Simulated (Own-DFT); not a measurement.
SiC (3C silicon carbide, strained, atoms displaced), Si3N4 (beta silicon nitride, strained, atoms displaced) (calculated)

A calculation, not a measurement: plane-wave PBE density functional theory by an unreviewed code, no spin, of a simulated periodic cell, stress positive in tension, free energy of the whole cell less one offset for each atom, forces on such cells passed a denser k mesh, this cell's mesh not checked; offsets are fitted by least squares, one for each functional and potential file, so energies compare only between cells with the same atoms and settings and are not formation energies; the far tail of each file's local potential was reset to the Coulomb form; each entry is a single point on an unrelaxed cell, so the pressure reflects the starting lattice, mostly measured values (interpolated for alloys), from which strain is counted, and rises with the displacements; printed positions are rounded, which can move forces by about a meV/angstrom; the program, named Own-DFT, is a retired in-house code; no spin-orbit coupling. Program: Own-DFT development build.

Common to all runs: functional PBE; potential files PseudoDojo norm-conserving, scalar-relativistic, standard set; wave cutoff 42 hartree; occupations Fermi-Dirac; smearing width 0.1 eV.

```json
{"entry": 1, "formula": "SiC", "kind": "3C silicon carbide, strained, atoms displaced", "structure": {"cell_angstrom": [[12.9445, 0.0821, -0.0101], [0.0547, 8.834, -0.12], [-0.0068, -0.12, 8.8844]], "atoms_fractional": [["Si", 0.99587, 0.99809, 0.01008], ["Si", 0.99714, 0.2431, 0.24447], ["Si", 0.16526, 0.9973, 0.24112], ["Si", 0.16139, 0.26053, 0.9983], ["C", 0.0793, 0.11621, 0.12001], ["C", 0.07838, 0.37349, 0.38041], ["C", 0.24866, 0.12649, 0.3727], ["C", 0.25276, 0.38187, 0.11392], ["Si", 0.99578, 0.00063, 0.50524], ["Si", 0.99222, 0.2566, 0.75397], ["Si", 0.168, 0.00123, 0.74348], ["Si", 0.16539, 0.25079, 0.49764], ["C", 0.08933, 0.11707, 0.62252], ["C", 0.08237, 0.37705, 0.8768], ["C", 0.25084, 0.13382, 0.87571], ["C", 0.24692, 0.37989, 0.63072], ["Si", 0.00158, 0.50559, 0.9949], ["Si", 0.00643, 0.75673, 0.24563], ["Si", 0.16965, 0.50676, 0.24842], ["Si", 0.1693, 0.75132, 0.99101], ["C", 0.07962, 0.63036, 0.12617], ["C", 0.07694, 0.8833, 0.35984], ["C", 0.24322, 0.62928, 0.36271], ["C", 0.25029, 0.87181, 0.12827], ["Si", 0.00524, 0.50178, 0.49778], ["Si", 0.00174, 0.75179, 0.75294], ["Si", 0.16779, 0.49693, 0.75213], ["Si", 0.16204, 0.75048, 0.49632], ["C", 0.07864, 0.6361, 0.63026], ["C", 0.08425, 0.86829, 0.87385], ["C", 0.25323, 0.63118, 0.86844], ["C", 0.25001, 0.87413, 0.62648], ["Si", 0.33124, 0.9935, 0.00134], ["Si", 0.33079, 0.25076, 0.24925], ["Si", 0.49884, 0.9933, 0.2513], ["Si", 0.49645, 0.24882, 0.00252], ["C", 0.42423, 0.12262, 0.13449], ["C", 0.40858, 0.3744, 0.38254], ["C", 0.58064, 0.12787, 0.37543], ["C", 0.58096, 0.37432, 0.12588], ["Si", 0.33115, 0.00256, 0.49243], ["Si", 0.33365, 0.25565, 0.74755], ["Si", 0.50729, 0.99473, 0.75329], ["Si", 0.50914, 0.25074, 0.50349], ["C", 0.41771, 0.1239, 0.62473], ["C", 0.41243, 0.37659, 0.8863], ["C", 0.58119, 0.12102, 0.86614], ["C", 0.58496, 0.38383, 0.61402], ["Si", 0.32484, 0.49572, 0.99294], ["Si", 0.33229, 0.74992, 0.24887], ["Si", 0.50098, 0.50281, 0.23878], ["Si", 0.49588, 0.75118, 0.99995], ["C", 0.407, 0.62569, 0.11151], ["C", 0.41636, 0.87064, 0.37652], ["C", 0.57968, 0.63016, 0.37695], ["C", 0.58022, 0.8686, 0.12614], ["Si", 0.33479, 0.48507, 0.50727], ["Si", 0.33061, 0.74271, 0.74501], ["Si", 0.50076, 0.50229, 0.74253], ["Si", 0.50066, 0.75445, 0.49437], ["C", 0.41767, 0.62774, 0.61973], ["C", 0.41966, 0.88149, 0.87308], ["C", 0.58477, 0.62761, 0.87577], ["C", 0.58432, 0.87612, 0.62315], ["Si", 0.66281, 0.99847, 0.00052], ["Si", 0.66517, 0.24593, 0.25248], ["Si", 0.82795, 0.99821, 0.24686], ["Si", 0.83622, 0.25588, 0.00346], ["C", 0.75058, 0.12697, 0.11795], ["C", 0.74842, 0.37522, 0.3798], ["C", 0.9241, 0.12768, 0.36566], ["C", 0.91339, 0.37871, 0.1224], ["Si", 0.65812, 0.99453, 0.50308], ["Si", 0.67034, 0.24907, 0.74536], ["Si", 0.83735, 0.0014, 0.74495], ["Si", 0.82912, 0.26265, 0.49634], ["C", 0.74998, 0.12633, 0.62084], ["C", 0.75525, 0.37931, 0.87839], ["C", 0.90881, 0.13072, 0.88208], ["C", 0.92304, 0.37947, 0.62707], ["Si", 0.66592, 0.4948, 0.00102], ["Si", 0.67139, 0.75499, 0.24993], ["Si", 0.82823, 0.49934, 0.25359], ["Si", 0.83511, 0.74337, 0.00307], ["C", 0.75067, 0.62344, 0.12656], ["C", 0.74648, 0.88096, 0.36462], ["C", 0.91324, 0.62773, 0.3629], ["C", 0.91763, 0.88237, 0.12713], ["Si", 0.66109, 0.50341, 0.49599], ["Si", 0.66465, 0.75081, 0.7546], ["Si", 0.82991, 0.50247, 0.76456], ["Si", 0.83732, 0.7485, 0.49044], ["C", 0.74884, 0.6203, 0.62162], ["C", 0.75136, 0.87821, 0.87594], ["C", 0.90699, 0.62869, 0.86401], ["C", 0.91227, 0.87958, 0.62741]]}, "settings": {"hardware": "one NVIDIA H200", "k_mesh": "3 x 4 x 4 centred on Gamma"}, "results": {"free_energy_of_cell_above_offsets [eV]": "-7.843", "pressure [GPa]": 0.84, "stress_xx [GPa]": -4.53, "stress_yy [GPa]": 0.02, "stress_zz [GPa]": 2.0, "stress_yz [GPa]": -7.18, "stress_xz [GPa]": 0.7, "stress_xy [GPa]": 3.1, "force_element": ["Si", "Si", "Si", "Si", "C", "C", "C", "C", "Si", "Si", "Si", "Si", "C", "C", "C", "C", "Si", "Si", "Si", "Si", "C", "C", "C", "C", "Si", "Si", "Si", "Si", "C", "C", "C", "C", "Si", "Si", "Si", "Si", "C", "C", "C", "C", "Si", "Si", "Si", "Si", "C", "C", "C", "C", "Si", "Si", "Si", "Si", "C", "C", "C", "C", "Si", "Si", "Si", "Si", "C", "C", "C", "C", "Si", "Si", "Si", "Si", "C", "C", "C", "C", "Si", "Si", "Si", "Si", "C", "C", "C", "C", "Si", "Si", "Si", "Si", "C", "C", "C", "C", "Si", "Si", "Si", "Si", "C", "C", "C", "C"], "force_x [eV/angstrom]": [0.066, 0.755, -0.273, 1.085, 1.792, 2.068, -0.429, -2.182, 0.815, 1.707, 0.24, -0.449, -1.994, -0.3, -0.574, 0.548, -1.724, -3.385, -2.017, -0.688, 1.883, 1.779, 1.886, 0.046, -2.306, -2.332, -1.464, 0.31, 1.757, -0.342, -1.284, 0.153, 0.711, 0.807, 0.282, 0.401, -2.248, 2.892, 0.899, 1.082, 0.583, 0.365, -3.196, -3.689, 0.569, 1.43, 1.388, 0.103, 1.758, -0.067, -2.204, -0.022, 1.586, -0.37, 1.196, 0.807, -1.35, 1.602, -0.294, -0.859, -0.181, -0.769, -0.654, -0.435, 0.649, 0.359, 1.408, -1.892, -0.859, -1.143, -3.397, 1.421, 2.438, -0.582, -2.583, 2.441, 0.313, -1.897, 2.454, -2.106, -0.118, -2.045, 0.793, -0.813, -0.474, 0.721, 2.12, -0.943, 1.441, 1.458, -0.237, -1.8, 0.057, -0.199, 3.778, 1.965], "force_y [eV/angstrom]": [-0.022, 1.808, 0.958, -2.438, 2.518, -0.371, -0.133, -1.583, 0.593, -1.719, -0.144, -0.353, 1.726, 0.686, -1.105, -1.345, 0.263, -0.693, -1.664, -0.15, -1.063, -0.154, 0.295, 0.319, 1.096, 0.602, 1.943, 0.889, -2.29, 1.995, -1.874, -0.246, 1.95, -0.031, 0.575, -0.564, 0.211, -1.169, -1.503, -0.61, -0.293, -1.385, 0.673, -0.183, 0.31, -0.484, 2.072, -1.307, 2.251, -0.66, 0.791, -0.502, -0.122, 0.789, -0.625, 0.68, 3.609, 2.215, 0.241, -0.548, -0.72, -1.604, -0.799, -1.361, 0.168, 0.254, 1.638, -0.411, 0.089, 0.904, -0.748, 0.201, 1.767, 0.681, 1.07, -2.219, -0.388, -1.422, -1.243, 0.488, 1.156, -1.441, -0.147, 1.975, -0.182, -0.168, -0.197, -2.313, 0.896, -0.188, -0.722, 0.443, 0.889, -0.555, 0.937, -1.454], "force_z [eV/angstrom]": [-3.124, 0.049, 1.166, 0.365, 0.353, -2.252, -0.97, 2.44, -1.631, -0.227, 1.979, 0.58, 0.137, -0.918, -0.028, -1.187, 0.946, -0.199, -0.938, 1.594, -1.928, 3.322, 2.831, -1.382, 0.911, -0.043, 0.075, -0.098, -1.749, 0.437, 0.518, -1.495, -0.211, -0.075, 0.564, -0.462, -1.336, -2.223, -0.381, -0.492, 1.663, 0.961, -1.385, -0.393, -0.198, -2.822, 1.946, 2.326, 0.004, 0.049, 1.761, -0.555, 1.431, -0.842, -1.956, -0.04, -0.338, -0.313, 1.53, 1.42, 0.131, -0.106, -0.001, 0.422, -0.463, -0.534, 0.047, 0.031, 1.11, -1.741, 2.088, 0.772, -1.239, 0.694, 1.92, 1.084, -0.457, 0.107, -1.549, -0.402, -0.001, -0.754, -0.768, -0.054, -0.172, 2.406, 1.038, -0.176, 0.121, -0.892, -4.549, 1.451, 0.29, -0.022, 2.459, -1.458], "wall_time [s]": 553.8}}
{"entry": 2, "formula": "Si3N4", "kind": "beta silicon nitride, strained, atoms displaced", "structure": {"cell_angstrom": [[7.6698, 0.1421, 0.0691], [-3.7119, 6.4249, -0.1425], [0.0793, -0.143, 8.7859]], "atoms_fractional": [["Si", 0.18549, 0.76538, 0.09273], ["Si", 0.22639, 0.40843, 0.08947], ["Si", 0.59523, 0.8112, 0.07508], ["Si", 0.82797, 0.23149, 0.25164], ["Si", 0.75743, 0.59189, 0.24584], ["Si", 0.40178, 0.16683, 0.25419], ["N", 0.31325, 0.01915, 0.08073], ["N", 0.9707, 0.29715, 0.07948], ["N", 0.6911, 0.66619, 0.0834], ["N", 0.66546, 0.96825, 0.24602], ["N", 0.03463, 0.70193, 0.24587], ["N", 0.28547, 0.32784, 0.25881], ["N", 0.34669, 0.66586, 0.07881], ["N", 0.66135, 0.34077, 0.25932], ["Si", 0.17358, 0.77678, 0.42709], ["Si", 0.22556, 0.39565, 0.42492], ["Si", 0.60154, 0.83388, 0.4132], ["Si", 0.82843, 0.23554, 0.58418], ["Si", 0.77028, 0.60078, 0.5868], ["Si", 0.40548, 0.16465, 0.57658], ["N", 0.3464, 0.02748, 0.41196], ["N", 0.96766, 0.30089, 0.42185], ["N", 0.70736, 0.67799, 0.40508], ["N", 0.67126, 0.9602, 0.58634], ["N", 0.03565, 0.69947, 0.58311], ["N", 0.2953, 0.33337, 0.58571], ["N", 0.32345, 0.65482, 0.42325], ["N", 0.6633, 0.32222, 0.57745], ["Si", 0.16619, 0.77085, 0.7466], ["Si", 0.23031, 0.40325, 0.75377], ["Si", 0.59701, 0.81212, 0.75106], ["Si", 0.82314, 0.22346, 0.90979], ["Si", 0.77307, 0.60014, 0.92148], ["Si", 0.41134, 0.17168, 0.90266], ["N", 0.31595, 0.02568, 0.75883], ["N", 0.9669, 0.30086, 0.74682], ["N", 0.68409, 0.65109, 0.74744], ["N", 0.66866, 0.97069, 0.9208], ["N", 0.02688, 0.6927, 0.91518], ["N", 0.31201, 0.33976, 0.91303], ["N", 0.32392, 0.66453, 0.74729], ["N", 0.6556, 0.32454, 0.9082]]}, "settings": {"k_mesh": "3 x 3 x 3 centred on Gamma"}, "results": {"free_energy_of_cell_above_offsets [eV]": "-2.583", "pressure [GPa]": 7.94, "stress_xx [GPa]": -3.51, "stress_yy [GPa]": -13.94, "stress_zz [GPa]": -6.39, "stress_yz [GPa]": -5.14, "stress_xz [GPa]": 4.14, "stress_xy [GPa]": 6.76, "force_element": ["Si", "Si", "Si", "Si", "Si", "Si", "N", "N", "N", "N", "N", "N", "N", "N", "Si", "Si", "Si", "Si", "Si", "Si", "N", "N", "N", "N", "N", "N", "N", "N", "Si", "Si", "Si", "Si", "Si", "Si", "N", "N", "N", "N", "N", "N", "N", "N"], "force_x [eV/angstrom]": [-1.387, 1.682, -3.911, -0.738, 3.269, -0.473, 1.043, -0.89, 3.911, 0.138, -1.509, 2.278, -1.897, 1.17, 1.916, -1.87, -2.285, 0.389, 1.133, -0.501, -0.81, 0.049, -0.094, 0.024, -3.603, 2.859, 0.455, -1.511, 1.671, -1.117, -4.938, -0.32, 1.033, -1.662, 0.151, 0.894, 1.993, 0.477, -0.244, -0.823, 1.473, 2.576], "force_y [eV/angstrom]": [-0.839, -1.963, 4.633, 0.571, 1.267, 1.668, 3.52, -0.219, -2.232, 0.085, -0.73, -1.582, 0.13, -3.068, -2.966, 1.408, -1.95, -1.837, -1.791, 2.229, -0.399, -0.523, 0.31, 1.208, -0.51, -2.527, 3.173, 1.863, -1.698, 0.463, 2.077, 2.153, -2.198, 1.426, -0.832, -0.154, -0.213, -2.663, 0.281, -0.409, 1.109, 1.728], "force_z [eV/angstrom]": [-2.425, -0.931, 1.392, -0.267, -0.803, -3.038, -0.144, 0.432, -0.062, -0.048, 2.148, -2.094, 0.431, -0.953, -4.114, -0.03, 0.029, -0.006, -3.655, 2.877, 0.819, -0.901, 3.989, 0.695, 0.542, -0.188, -0.404, 0.391, 2.532, 0.491, -0.605, 1.052, -1.693, 6.2, -6.434, 0.876, 2.191, -1.184, 0.573, 1.282, 0.471, 0.564]}}
```
